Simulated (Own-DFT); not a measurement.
## Calculated data, Al3GaN4 (wurtzite random alloy, strained, atoms displaced)

Computed with Own-DFT development build. A calculation, not a measurement: plane-wave PBE density functional theory by an unreviewed code, no spin, of a simulated periodic cell, stress positive in tension, free energy of the whole cell less one offset for each atom, forces on such cells passed a denser k mesh, this cell's mesh not checked; offsets are fitted by least squares, one for each functional and potential file, so energies compare only between cells with the same atoms and settings and are not formation energies; the far tail of each file's local potential was reset to the Coulomb form; each entry is a single point on an unrelaxed cell, so the pressure reflects the starting lattice, mostly measured values, from which strain is counted, and rises with the displacements; printed positions are rounded, which can move forces by about a meV/angstrom; the program is a retired in-house code; no spin-orbit coupling.

Entry: Al3GaN4 (wurtzite random alloy, strained, atoms displaced)

```cif
# cell vector a (Å): 9.5112 0.0000 0.0000
# cell vector b (Å): -4.7556 8.2369 0.0000
# cell vector c (Å): 0.0000 0.0000 10.0655
data_Al3GaN4
_symmetry_space_group_name_H-M 'P 1'
_symmetry_Int_Tables_number 1
_cell_length_a 9.5112
_cell_length_b 9.5112
_cell_length_c 10.0655
_cell_angle_alpha 90.000
_cell_angle_beta 90.000
_cell_angle_gamma 120.000
_cell_volume 788.56
loop_
_atom_site_label
_atom_site_type_symbol
_atom_site_fract_x
_atom_site_fract_y
_atom_site_fract_z
_atom_site_occupancy
Al1 Al 0.11341 0.21932 0.98913 1
Al2 Al 0.23115 0.11368 0.24338 1
N1 N 0.10276 0.21332 0.18534 1
N2 N 0.22239 0.10670 0.43921 1
Al3 Al 0.11408 0.22362 0.50116 1
Al4 Al 0.22418 0.10338 0.75656 1
N3 N 0.11983 0.22444 0.68534 1
N4 N 0.21550 0.10604 0.93599 1
Al5 Al 0.11146 0.55574 0.99753 1
Al6 Al 0.22239 0.44517 0.25750 1
N5 N 0.10784 0.55329 0.19204 1
N6 N 0.21676 0.44715 0.43491 1
Al7 Al 0.12224 0.55561 0.49724 1
Al8 Al 0.22833 0.44329 0.75313 1
N7 N 0.11891 0.56189 0.68679 1
N8 N 0.22238 0.43512 0.93827 1
Ga1 Ga 0.11299 0.89753 0.99721 1
Ga2 Ga 0.22927 0.77822 0.24566 1
N9 N 0.10651 0.88196 0.18959 1
N10 N 0.21432 0.77584 0.45252 1
Al9 Al 0.10428 0.88823 0.50063 1
Ga3 Ga 0.22109 0.78014 0.74894 1
N11 N 0.09860 0.87749 0.69636 1
N12 N 0.21971 0.77774 0.94093 1
Al10 Al 0.44248 0.21711 0.00087 1
Al11 Al 0.55949 0.11538 0.25748 1
N13 N 0.43510 0.21524 0.19469 1
N14 N 0.55162 0.11455 0.43384 1
Ga4 Ga 0.43734 0.21633 0.49130 1
Al12 Al 0.55804 0.10686 0.74957 1
N15 N 0.44045 0.21650 0.68884 1
N16 N 0.53962 0.09530 0.95106 1
Al13 Al 0.44467 0.54467 0.99449 1
Ga5 Ga 0.56136 0.44921 0.25159 1
N17 N 0.44872 0.54632 0.18857 1
N18 N 0.55642 0.44716 0.44667 1
Al14 Al 0.43783 0.55347 0.49769 1
Ga6 Ga 0.56227 0.44916 0.74260 1
N19 N 0.43902 0.54610 0.69054 1
N20 N 0.55853 0.44257 0.93388 1
Al15 Al 0.44891 0.90091 0.99320 1
Al16 Al 0.55356 0.77172 0.24907 1
N21 N 0.44464 0.89298 0.20487 1
N22 N 0.56696 0.78798 0.44184 1
Al17 Al 0.44530 0.88768 0.50770 1
Al18 Al 0.55971 0.78218 0.74577 1
N23 N 0.43657 0.87886 0.68788 1
N24 N 0.57213 0.78045 0.94119 1
Al19 Al 0.76914 0.22515 0.00777 1
Al20 Al 0.88938 0.11230 0.25735 1
N25 N 0.77825 0.23122 0.18088 1
N26 N 0.87746 0.10196 0.43443 1
Al21 Al 0.77847 0.23288 0.49251 1
Al22 Al 0.89104 0.11374 0.74574 1
N27 N 0.78416 0.23134 0.68478 1
N28 N 0.88961 0.11079 0.94103 1
Ga7 Ga 0.77964 0.55909 0.99106 1
Al23 Al 0.89310 0.43849 0.24561 1
N29 N 0.78946 0.55816 0.19336 1
N30 N 0.88784 0.43791 0.43853 1
Al24 Al 0.77311 0.55722 0.49118 1
Ga8 Ga 0.89219 0.44588 0.74887 1
N31 N 0.76887 0.55416 0.67775 1
N32 N 0.88760 0.44960 0.93399 1
Ga9 Ga 0.77938 0.89806 0.00482 1
Al25 Al 0.89864 0.77675 0.25021 1
N33 N 0.77230 0.89094 0.18659 1
N34 N 0.90190 0.78570 0.44248 1
Al26 Al 0.77594 0.88820 0.50201 1
Al27 Al 0.88275 0.77885 0.75188 1
N35 N 0.77432 0.88361 0.69078 1
N36 N 0.88488 0.78082 0.93914 1
```

```
functional                        : PBE
potential files                   : PseudoDojo norm-conserving, scalar-relativistic, standard set with the stringent files for Ga
wave cutoff                       : 96 hartree
occupations                       : Gaussian
smearing width                    : 0.01 eV
k mesh                            : 4 x 4 x 3 centred on Gamma
free energy of cell above offsets : -21.953 eV
pressure                          : 1.9 GPa
stress xx                         : -0.19 GPa
stress yy                         : -0.22 GPa
stress zz                         : -5.28 GPa
stress yz                         : 0.75 GPa
stress xz                         : 0.48 GPa
stress xy                         : -1.49 GPa
```

Force:
```csv
element,x (eV/Å),y (eV/Å),z (eV/Å)
Al,-1.383,-0.239,1.738
Al,-3.105,-1.774,1.2
N,0.848,1.069,0.553
N,-2.051,-0.041,-0.801
Al,-0.243,-0.802,-0.964
Al,-0.492,0.181,-2.502
N,-0.695,-0.587,1.058
N,1.17,2.285,0.67
Al,0.149,-0.158,0.187
Al,0.183,-0.932,-3.253
N,1.406,-0.612,-0.952
N,2.035,-0.996,1.283
Al,-3.12,0.79,0.844
Al,-1.054,0.001,-0.917
N,0.843,-1.762,0.198
N,-0.39,1.293,0.333
Ga,-0.327,-2.577,0.69
Ga,-1.748,-0.334,1.49
N,0.632,1.746,0.11
N,1.392,0.386,-0.773
Al,1.961,0.385,0.994
Ga,-0.517,-0.814,0.136
N,-0.348,1.962,-0.845
N,1.32,-0.159,0.742
Al,-0.649,0.707,0.023
Al,-0.32,-0.432,-2.156
N,2.502,1.099,-1.54
N,1.898,-0.775,2.089
Ga,0.39,0.902,1.57
Al,-0.688,0.624,-0.434
N,0.76,-0.953,0.898
N,0.882,5.631,-2.599
Al,-0.145,1.442,0.366
Ga,1.153,-0.821,0.128
N,-2.58,1.314,-0.267
N,-1.039,0.28,-0.752
Al,0.884,0.655,0.53
Ga,-0.759,-1.691,0.082
N,-0.742,1.979,-0.797
N,-0.68,-1.411,1.246
Al,0.721,-6.32,2.448
Al,0.135,0.887,-0.191
N,2.137,0.359,-2.205
N,-1.536,-2.025,-0.031
Al,-0.739,0.227,-2.461
Al,-0.154,-1.457,0.984
N,1.861,2.017,1.109
N,-3.901,-1.54,-1.183
Al,1.266,-0.261,-3.123
Al,0.034,-0.706,-2.718
N,0.14,-1.449,3.022
N,0.514,1.591,2.267
Al,0.149,-2.105,0.86
Al,0.156,-0.041,0.322
N,-0.253,-2.549,0.146
N,-0.807,2.146,-1.369
Ga,-0.266,0.528,1.451
Al,-0.942,1.269,0.964
N,-0.338,-0.266,-0.075
N,0.072,2.001,-0.753
Al,1.696,0.333,0.423
Ga,-0.328,1.164,-1.459
N,2.002,1.629,0.596
N,1.367,-1.312,1.661
Ga,1.185,-0.433,-0.566
Al,-1.684,0.317,0.079
N,0.855,-0.268,2.983
N,-2.749,-1.421,-0.961
Al,1.214,0.107,-0.391
Al,0.462,-0.96,-0.323
N,-0.19,1.477,-0.543
N,0.59,0.206,-0.571
```
